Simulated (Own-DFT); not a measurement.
Hf16O31 (monoclinic hafnia with two neutral oxygen vacancies, atoms displaced) (calculated)

Computed with Own-DFT development build. A calculation, not a measurement: plane-wave PBE and HSE06 DFT by an unreviewed code, no spin, of a simulated cell at Gamma alone, so results move with cell size and shape, stress positive in tension, energies less offsets, not probed for a lower state with spin; hafnium file: forces about 75 meV/angstrom off all-electron values; oxygen file: force components 24 meV/angstrom off all-electron in a glass; k mesh not checked against a denser one; forces and stress are PBE's, HSE06 gives the energy alone, and its difference from PBE has offsets of its own; offsets are fitted by least squares, one for each functional and potential file, so energies compare only between cells with the same atoms and settings and are not formation energies; the far tail of each file's local potential was reset to the Coulomb form; each entry is a single point on an unrelaxed cell, so the pressure reflects the starting lattice, mostly measured values, from which strain is counted, and rises with the displacements; printed positions are rounded, which can move forces by about a meV/angstrom; the program is a retired in-house code; no spin-orbit coupling.

Common to all runs: first functional PBE; second functional HSE06; exact exchange share 0.25; screening 0.11 1/bohr; exchange divergence Gygi-Baldereschi; potential files PseudoDojo norm-conserving, scalar-relativistic, made for PBE, standard set; wave cutoff 48 hartree; occupations fixed; k mesh 1 x 1 x 1 centred on Gamma.

(1) Hf16O31 (monoclinic hafnia with two neutral oxygen vacancies, atoms displaced)

```cif
# cell vector a (Å): 10.2340 0.0000 0.0000
# cell vector b (Å): 0.0000 10.3500 0.0000
# cell vector c (Å): -1.6955 0.0000 10.4453
data_Hf16O31
_symmetry_space_group_name_H-M 'P 1'
_symmetry_Int_Tables_number 1
_cell_length_a 10.2340
_cell_length_b 10.3500
_cell_length_c 10.5820
_cell_angle_alpha 90.000
_cell_angle_beta 99.220
_cell_angle_gamma 90.000
_cell_volume 1106.39
loop_
_atom_site_label
_atom_site_type_symbol
_atom_site_fract_x
_atom_site_fract_y
_atom_site_fract_z
_atom_site_occupancy
Hf1 Hf 0.14417 0.01562 0.10917 1
Hf2 Hf 0.36181 0.27351 0.15353 1
Hf3 Hf 0.36012 0.48719 0.38945 1
Hf4 Hf 0.14439 0.22023 0.34763 1
O1 O 0.04156 0.15929 0.16989 1
O2 O 0.46810 0.41512 0.08421 1
O3 O 0.45584 0.34071 0.32780 1
O4 O 0.04051 0.09223 0.41628 1
O5 O 0.23380 0.37142 0.24043 1
O6 O 0.27969 0.12509 0.01885 1
O7 O 0.27273 0.12650 0.25818 1
O8 O 0.21882 0.36421 0.49461 1
Hf5 Hf 0.14366 0.03480 0.60169 1
Hf6 Hf 0.36627 0.27343 0.65377 1
Hf7 Hf 0.37553 0.46518 0.90409 1
Hf8 Hf 0.12708 0.22120 0.83961 1
O9 O 0.04937 0.16479 0.68996 1
O10 O 0.46337 0.40267 0.57707 1
O11 O 0.45214 0.33172 0.82687 1
O12 O 0.04459 0.08164 0.92087 1
O13 O 0.22203 0.38053 0.72887 1
O14 O 0.27498 0.12426 0.51837 1
O15 O 0.27396 0.11854 0.75597 1
O16 O 0.22558 0.36875 0.99298 1
Hf9 Hf 0.12503 0.51367 0.09681 1
Hf10 Hf 0.36071 0.76948 0.15380 1
Hf11 Hf 0.34725 0.97722 0.40469 1
Hf12 Hf 0.12296 0.73204 0.36099 1
O17 O 0.03994 0.66053 0.18050 1
O18 O 0.46839 0.92171 0.07141 1
O19 O 0.46922 0.83974 0.31583 1
O20 O 0.04469 0.56997 0.43501 1
O21 O 0.24253 0.88186 0.23015 1
O22 O 0.27967 0.63677 0.00795 1
O23 O 0.27364 0.61981 0.25996 1
O24 O 0.22980 0.86309 0.48971 1
Hf13 Hf 0.14880 0.52138 0.59752 1
Hf14 Hf 0.35483 0.76623 0.64597 1
Hf15 Hf 0.35879 0.98235 0.89115 1
Hf16 Hf 0.13575 0.71465 0.85793 1
O25 O 0.02847 0.66894 0.66193 1
O26 O 0.45973 0.90898 0.57707 1
O27 O 0.47148 0.82699 0.83134 1
O28 O 0.03132 0.57842 0.93592 1
O29 O 0.22539 0.88236 0.74398 1
O30 O 0.27283 0.62284 0.51302 1
O31 O 0.27606 0.61110 0.75477 1
O32 O 0.24690 0.87545 0.99237 1
Hf17 Hf 0.64699 0.02928 0.10460 1
Hf18 Hf 0.85340 0.27081 0.15467 1
Hf19 Hf 0.86333 0.48181 0.39893 1
Hf20 Hf 0.62269 0.23253 0.34749 1
O33 O 0.54097 0.15470 0.17075 1
O34 O 0.95747 0.41152 0.07203 1
O35 O 0.97507 0.33290 0.33430 1
O36 O 0.54073 0.08121 0.42393 1
O37 O 0.71912 0.37604 0.23712 1
O38 O 0.77292 0.12388 0.01552 1
O39 O 0.76708 0.12801 0.24920 1
O40 O 0.73698 0.35919 0.48860 1
Hf21 Hf 0.64321 0.02084 0.59706 1
Hf22 Hf 0.86150 0.27114 0.64839 1
Hf23 Hf 0.86786 0.47559 0.89644 1
Hf24 Hf 0.62429 0.22523 0.84761 1
O41 O 0.53539 0.17357 0.67513 1
O42 O 0.97081 0.41307 0.56423 1
O43 O 0.95829 0.33198 0.81220 1
O44 O 0.53063 0.07649 0.92399 1
O45 O 0.72131 0.37996 0.73107 1
O46 O 0.76957 0.12825 0.52440 1
O47 O 0.77304 0.12601 0.75504 1
O48 O 0.73996 0.35969 0.99738 1
Hf25 Hf 0.65129 0.52336 0.10559 1
Hf26 Hf 0.86649 0.78067 0.15492 1
Hf27 Hf 0.85892 0.97354 0.39014 1
Hf28 Hf 0.63943 0.73399 0.36998 1
O49 O 0.53210 0.66300 0.17599 1
O50 O 0.96979 0.91214 0.07495 1
O51 O 0.95967 0.83075 0.33843 1
O52 O 0.53690 0.59140 0.41684 1
O53 O 0.71358 0.87778 0.23982 1
O54 O 0.72502 0.87718 0.49598 1
Hf29 Hf 0.64533 0.51276 0.60814 1
Hf30 Hf 0.85338 0.76256 0.64884 1
Hf31 Hf 0.86485 0.98625 0.89488 1
Hf32 Hf 0.63674 0.72923 0.85713 1
O55 O 0.53574 0.66092 0.66203 1
O56 O 0.97147 0.92293 0.56277 1
O57 O 0.96827 0.83500 0.82077 1
O58 O 0.53479 0.56602 0.91930 1
O59 O 0.71857 0.87156 0.73738 1
O60 O 0.77279 0.64243 0.52028 1
O61 O 0.78206 0.63525 0.76650 1
O62 O 0.71943 0.87398 0.97619 1
```

| Item | Value |
| --- | --- |
| PBE energy of cell above offsets | -79.152 eV |
| HSE06 less PBE above offsets | 0.950 eV |
| PBE pressure | 9.37 GPa |
| PBE stress xx | -9.19 GPa |
| PBE stress yy | -8.14 GPa |
| PBE stress zz | -10.79 GPa |
| PBE stress yz | -0.39 GPa |
| PBE stress xz | -0.25 GPa |
| PBE stress xy | -0.45 GPa |

Force:
```tsv
element	x (eV/Å)	y (eV/Å)	z (eV/Å)
Hf	1.633	1.242	-2.292
Hf	-0.143	-1.318	-3.433
Hf	-0.807	-0.183	1.244
Hf	-0.713	3.711	0.885
O	-1.836	0.884	-0.025
O	0.716	-0.374	-0.003
O	2.502	-1.408	0.473
O	-1.923	-2.193	0.742
O	-1.96	1.756	-0.043
O	0.089	0.477	-0.553
O	1.552	-1.9	1.226
O	1.176	0.043	-1.342
Hf	-1.969	-3.749	1.042
Hf	-2.882	-0.27	-2.751
Hf	-4.652	3.513	0.951
Hf	4.432	3.508	7.658
O	-4.329	-1.529	-7.422
O	2.194	2.475	-0.848
O	3.284	-2.827	0.074
O	-1.797	-1.105	0.45
O	-0.22	-1.03	1.793
O	1.869	0.493	-1.622
O	0.706	0.795	0.568
O	-0.392	0.342	-0.197
Hf	3.533	-0.908	2.905
Hf	3.347	-0.087	-3.308
Hf	4.277	-0.293	-1.55
Hf	2.671	-3.276	-0.025
O	-1.735	1.535	0.294
O	0.536	-0.679	0.85
O	-0.138	0.82	2.662
O	-1.137	2.971	-4.147
O	-3.785	0.89	3.017
O	-1.385	-1.402	-0.294
O	-0.474	0.208	0.483
O	-1.659	0.109	-0.512
Hf	-1.404	-2.383	3.406
Hf	1.486	0.018	1.818
Hf	0.46	-1.762	1.99
Hf	1.729	2.786	-1.472
O	0.977	-0.737	1.261
O	0.599	0.955	-0.438
O	-1.224	0.118	-1.011
O	-0.255	1.214	-2.301
O	-0.002	-0.661	-1.307
O	1.69	1.432	-1.352
O	-0.367	1.143	1.07
O	-3.195	-1.339	-0.476
Hf	-3.1	-4.523	-1.309
Hf	2.514	-0.969	-0.245
Hf	1.1	-1.939	-0.14
Hf	0.924	-0.883	1.019
O	-2.907	3.347	1.389
O	1.139	0.199	0.634
O	-1.631	0.824	-1.772
O	-1.501	0.106	-0.428
O	0.211	1.336	0.734
O	1.888	0.882	-1.73
O	1.389	-0.822	3.083
O	-1.172	1.669	-0.389
Hf	-2.01	-0.966	2.057
Hf	0.277	-0.059	-2.836
Hf	-2.126	-0.456	-0.422
Hf	1.13	-1.074	1.876
O	0.544	-1.37	-0.401
O	-1.344	-0.796	1.899
O	0.383	1.225	2.238
O	2.041	2.649	-1.294
O	0.069	-0.311	1.713
O	2.072	0.16	-2.215
O	0.086	-0.629	1.601
O	-1.735	1.04	-1.857
Hf	-2.716	1.02	0.35
Hf	-1.637	-1.387	-2.162
Hf	-0.667	3.123	2.476
Hf	-1.086	0.406	-3.225
O	2.314	-1.284	-0.176
O	-0.394	-0.203	0.297
O	0.289	-0.6	-1.271
O	-1.012	-2.292	1.099
O	2.243	-0.009	0.361
O	0.575	-0.056	-0.844
Hf	-2.677	1.988	-1.55
Hf	2.551	3.836	1.302
Hf	-0.066	-1.549	-0.751
Hf	-0.762	0.289	-0.376
O	0.102	-0.463	0.65
O	-0.691	-0.275	0.432
O	-0.008	0.342	1.231
O	2.855	1.646	0.267
O	0.255	1.445	-0.134
O	-0.186	-3.327	-2.111
O	-0.108	-2.927	1.037
O	1.513	-0.386	1.749
```

(2) Hf16O31 (monoclinic hafnia with two neutral oxygen vacancies, atoms displaced)

```cif
# cell vector a (Å): 10.2340 0.0000 0.0000
# cell vector b (Å): 0.0000 10.3500 0.0000
# cell vector c (Å): -1.6955 0.0000 10.4453
data_Hf16O31
_symmetry_space_group_name_H-M 'P 1'
_symmetry_Int_Tables_number 1
_cell_length_a 10.2340
_cell_length_b 10.3500
_cell_length_c 10.5820
_cell_angle_alpha 90.000
_cell_angle_beta 99.220
_cell_angle_gamma 90.000
_cell_volume 1106.39
loop_
_atom_site_label
_atom_site_type_symbol
_atom_site_fract_x
_atom_site_fract_y
_atom_site_fract_z
_atom_site_occupancy
Hf1 Hf 0.13014 0.01284 0.10637 1
Hf2 Hf 0.35062 0.25614 0.15327 1
Hf3 Hf 0.36380 0.48841 0.39745 1
Hf4 Hf 0.14033 0.23423 0.36164 1
O1 O 0.03714 0.18374 0.15770 1
O2 O 0.47174 0.40529 0.07241 1
O3 O 0.45885 0.31071 0.32688 1
O4 O 0.04930 0.09882 0.41616 1
O5 O 0.23424 0.37345 0.24911 1
O6 O 0.27684 0.13407 0.00961 1
O7 O 0.27953 0.12766 0.25341 1
O8 O 0.22631 0.35680 0.49041 1
Hf5 Hf 0.12395 0.01007 0.60918 1
Hf6 Hf 0.34777 0.25929 0.63774 1
Hf7 Hf 0.35796 0.46961 0.90394 1
Hf8 Hf 0.14520 0.23091 0.84751 1
O9 O 0.02463 0.15548 0.67659 1
O10 O 0.46151 0.40724 0.57622 1
O11 O 0.44665 0.33169 0.82412 1
O12 O 0.03154 0.08988 0.93838 1
O13 O 0.23332 0.38466 0.74920 1
O14 O 0.28032 0.13499 0.50949 1
O15 O 0.28156 0.12603 0.75905 1
O16 O 0.22745 0.36882 0.98780 1
Hf9 Hf 0.14123 0.51229 0.11088 1
Hf10 Hf 0.35910 0.76258 0.14618 1
Hf11 Hf 0.36791 0.96878 0.39921 1
Hf12 Hf 0.12414 0.73000 0.36508 1
O17 O 0.03394 0.67275 0.17032 1
O18 O 0.46279 0.91862 0.08567 1
O19 O 0.47814 0.84310 0.33883 1
O20 O 0.03735 0.58966 0.41444 1
O21 O 0.22682 0.87577 0.23982 1
O22 O 0.27228 0.63448 0.01300 1
O23 O 0.27134 0.62001 0.25236 1
O24 O 0.23352 0.86669 0.47587 1
Hf13 Hf 0.13313 0.53522 0.60868 1
Hf14 Hf 0.36630 0.76612 0.64481 1
Hf15 Hf 0.35667 0.98947 0.88852 1
Hf16 Hf 0.11818 0.73358 0.85549 1
O25 O 0.02989 0.65859 0.65311 1
O26 O 0.46821 0.91347 0.58446 1
O27 O 0.46997 0.83417 0.84182 1
O28 O 0.05271 0.59267 0.92779 1
O29 O 0.23772 0.86880 0.73528 1
O30 O 0.27046 0.61779 0.52443 1
O31 O 0.28140 0.61281 0.73986 1
O32 O 0.20781 0.86525 0.98084 1
Hf17 Hf 0.65288 0.01831 0.11486 1
Hf18 Hf 0.85727 0.27508 0.15498 1
Hf19 Hf 0.86941 0.47786 0.39200 1
Hf20 Hf 0.63846 0.22843 0.35863 1
O33 O 0.53149 0.15525 0.17279 1
O34 O 0.97250 0.41870 0.08111 1
O35 O 0.95397 0.33213 0.32000 1
O36 O 0.54927 0.07038 0.41951 1
O37 O 0.72382 0.38361 0.24295 1
O38 O 0.78807 0.13248 0.01115 1
O39 O 0.78299 0.13162 0.24918 1
O40 O 0.71054 0.37484 0.49745 1
Hf21 Hf 0.63027 0.02314 0.60165 1
Hf22 Hf 0.86662 0.27731 0.66132 1
Hf23 Hf 0.85677 0.47623 0.89198 1
Hf24 Hf 0.63265 0.22063 0.85154 1
O41 O 0.55413 0.16769 0.67156 1
O42 O 0.96050 0.42078 0.57922 1
O43 O 0.95677 0.32869 0.82472 1
O44 O 0.53718 0.08929 0.92580 1
O45 O 0.71762 0.38193 0.73225 1
O46 O 0.77766 0.12641 0.50045 1
O47 O 0.77699 0.09939 0.75943 1
O48 O 0.72580 0.37574 0.99507 1
Hf25 Hf 0.63869 0.50903 0.10864 1
Hf26 Hf 0.85146 0.76648 0.14062 1
Hf27 Hf 0.86780 0.97818 0.40378 1
Hf28 Hf 0.63167 0.72026 0.35332 1
O49 O 0.53603 0.68367 0.17409 1
O50 O 0.97332 0.91103 0.08550 1
O51 O 0.96135 0.83042 0.33090 1
O52 O 0.54464 0.58344 0.42677 1
O53 O 0.72159 0.87540 0.24388 1
O54 O 0.76241 0.61331 0.24912 1
O55 O 0.72182 0.88011 0.47550 1
Hf29 Hf 0.63203 0.51350 0.60143 1
Hf30 Hf 0.87386 0.76756 0.66430 1
Hf31 Hf 0.85851 0.97801 0.88804 1
Hf32 Hf 0.64168 0.72810 0.85376 1
O56 O 0.53815 0.66954 0.67138 1
O57 O 0.96798 0.92727 0.58024 1
O58 O 0.95123 0.82601 0.82068 1
O59 O 0.52951 0.57385 0.92848 1
O60 O 0.72199 0.87682 0.74277 1
O61 O 0.79319 0.61903 0.51559 1
O62 O 0.79502 0.60945 0.76229 1
```

| Item | Value |
| --- | --- |
| PBE energy of cell above offsets | -76.500 eV |
| HSE06 less PBE above offsets | 1.261 eV |
| PBE pressure | 9.35 GPa |
| PBE stress xx | -8.84 GPa |
| PBE stress yy | -10.34 GPa |
| PBE stress zz | -8.86 GPa |
| PBE stress yz | -0.33 GPa |
| PBE stress xz | -0.75 GPa |
| PBE stress xy | -0.68 GPa |

Force:
```tsv
element	x (eV/Å)	y (eV/Å)	z (eV/Å)
Hf	1.293	2.311	0.412
Hf	3.151	1.641	-1.489
Hf	-0.369	-2.823	0.059
Hf	1.869	0.986	-3.915
O	0.451	-0.956	1.519
O	-0.899	-0.441	1.423
O	0.295	2.37	1.734
O	-3.694	-4.891	2.411
O	-0.967	2.173	-0.548
O	-0.262	-1.732	-2.161
O	-1.805	-2.942	2.49
O	-0.523	2.929	0.806
Hf	5.946	3.162	-0.591
Hf	2.779	3.836	1.435
Hf	1.652	2.484	-0.772
Hf	-0.971	-0.034	2.594
O	1.394	-0.006	0.453
O	0.308	0.967	-0.528
O	3.289	-2.222	0.016
O	0.518	-0.261	-2.808
O	-3.087	-1.387	-2.086
O	-0.046	-3.187	-0.638
O	-1.301	-0.924	-0.253
O	-1.981	-0.249	1.179
Hf	0.108	1.5	-0.416
Hf	-0.036	2.4	-1.065
Hf	-0.079	2.499	-1.903
Hf	3.518	2.354	-4.591
O	-0.408	-0.705	0.186
O	-0.174	0.207	-0.985
O	-0.369	-1.977	-0.652
O	-2.291	-3.911	1.468
O	0.258	0.24	0.156
O	0.758	-0.956	-0.31
O	0.424	-0.509	2.494
O	-1.522	-0.223	2.658
Hf	3.924	-7.124	-0.495
Hf	0.12	-0.706	1.001
Hf	1.674	-2.653	3.582
Hf	6.575	0.039	0.753
O	-2.81	5.381	3.159
O	-0.401	0.6	-0.265
O	0.42	-0.058	-0.7
O	-3.669	-3.425	-0.202
O	-2.122	1.887	-0.318
O	2.034	1.176	-3.624
O	-1.04	0.956	3.092
O	0.573	1.548	-0.02
Hf	-2.737	0.854	-1.238
Hf	1.852	-1.01	-3.857
Hf	-2.51	1.078	1.296
Hf	-0.351	-0.274	-0.902
O	1.109	0.202	0.415
O	-0.95	0.538	-0.98
O	2.135	0.298	2.598
O	-1.452	0.648	0.182
O	-0.562	-1.019	1.2
O	-1.157	-0.98	-1.006
O	-0.782	-2.123	2.102
O	1.364	-1.131	-1.498
Hf	2.834	-2.2	-1.052
Hf	-1.771	-0.99	-4.64
Hf	0.358	-0.223	2.582
Hf	-0.165	1.776	1.058
O	-2.911	1.823	0.09
O	0.351	-0.979	-0.154
O	1.556	0.681	2.048
O	-0.708	-1.148	-0.176
O	0.345	-1.111	2.413
O	0.706	0.937	1.311
O	-0.048	2.948	-0.838
O	0.35	-0.152	-0.996
Hf	-1.766	1.779	-2.437
Hf	1.475	-0.258	0.544
Hf	-2.14	1.154	-2.457
Hf	2.701	3.115	-0.033
O	0.482	-2.144	-0.235
O	-2.86	-1.161	-0.635
O	-0.488	0.65	0.626
O	-2.729	-1.709	-0.388
O	1.191	0.613	-1.328
O	1.685	0.834	1.004
O	0.842	-1.358	1.731
Hf	0.794	0.296	0.667
Hf	-5.52	-1.69	-7.861
Hf	-0.196	1.274	3.789
Hf	-2.315	-0.399	0.764
O	0.904	-0.486	0.218
O	-3.102	-3.236	0.159
O	1.863	1.534	3.613
O	2.052	1.774	-0.739
O	-0.087	-1.245	-0.192
O	-1.203	1.023	-0.387
O	-0.939	1.856	-0.125
```
